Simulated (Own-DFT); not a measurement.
# Shaking the atoms of zincblende InP, 64 atoms (In32P32)

Calculated results; nothing here was measured. They come from Own-DFT, an in-house plane-wave density functional program, since retired, whose code no person has reviewed. Each row is one single-point run on a periodic cell that was not relaxed, without spin or spin-orbit coupling.

Settings of every run: PBE; PseudoDojo norm-conserving scalar-relativistic files; cutoff 36 hartree; 3 x 3 x 3 k mesh centred on Gamma; Fermi-Dirac smearing of 0.1 eV.

Known limits: forces on such cells moved up to 12 meV/angstrom on a denser k mesh; stress not checked against mesh or cutoff.

Cell vectors in Å: (11.737, 0.000, 0.000); (0.000, 11.737, 0.000); (0.000, 0.000, 11.737). In each run every atom was moved at random and independently from its ideal site; u is the rms move along one axis. E is the free energy for each atom above the fitted value at u = 0, and F the rms of the force components.

```
run   u (Å)  E (meV/atom)  F (eV/Å)  largest force (eV/Å)  P (GPa)
  1  0.0202           6.4     0.246                  0.82     3.21
  2  0.0233           8.2     0.279                  0.87     3.23
  3  0.0483          30.9     0.542                  1.57     3.48
  4  0.0484          33.4     0.574                  1.84     3.55
  5  0.0535             ?         ?                     ?        ?
  6  0.0992         157.9     1.358                  5.10     5.16
  7  0.1035         160.7     1.471                  5.60     5.12
  8  0.1543         277.1     1.652                  6.40     6.31
  9  0.1956         610.4     3.175                 12.97    10.85
```

## Worked fit

For small independent moves the energy grows as E = (3/2) K u², with K the mean stiffness felt by one atom. The runs with u up to 0.11 Å give K = 9.9 ± 0.4 eV/Å², with residuals divided by u² + 0.0006 Å², since the noise grows with the moves. The scatter is 2.8 meV/atom at u = 0.05 Å. The forces follow F = G u with G = 12.6 eV/Å²; no force at u = 0 is resolved. G exceeds K because the moves of its neighbours add to the force on an atom, and stiffness differs between atoms. At u = 0.196 Å the parabola gives 568 meV/atom and the run 610. The pressure follows P = 3.09 + 198 u² GPa: at fixed volume, shortened bonds push harder than stretched ones pull.

## Withheld run

Question: what energy and rms force should run 5 give?

The fit gives 43 ± 4 meV/atom and about 0.67 eV/Å. The calculation gave 42.2 meV/atom and 0.659 eV/Å.
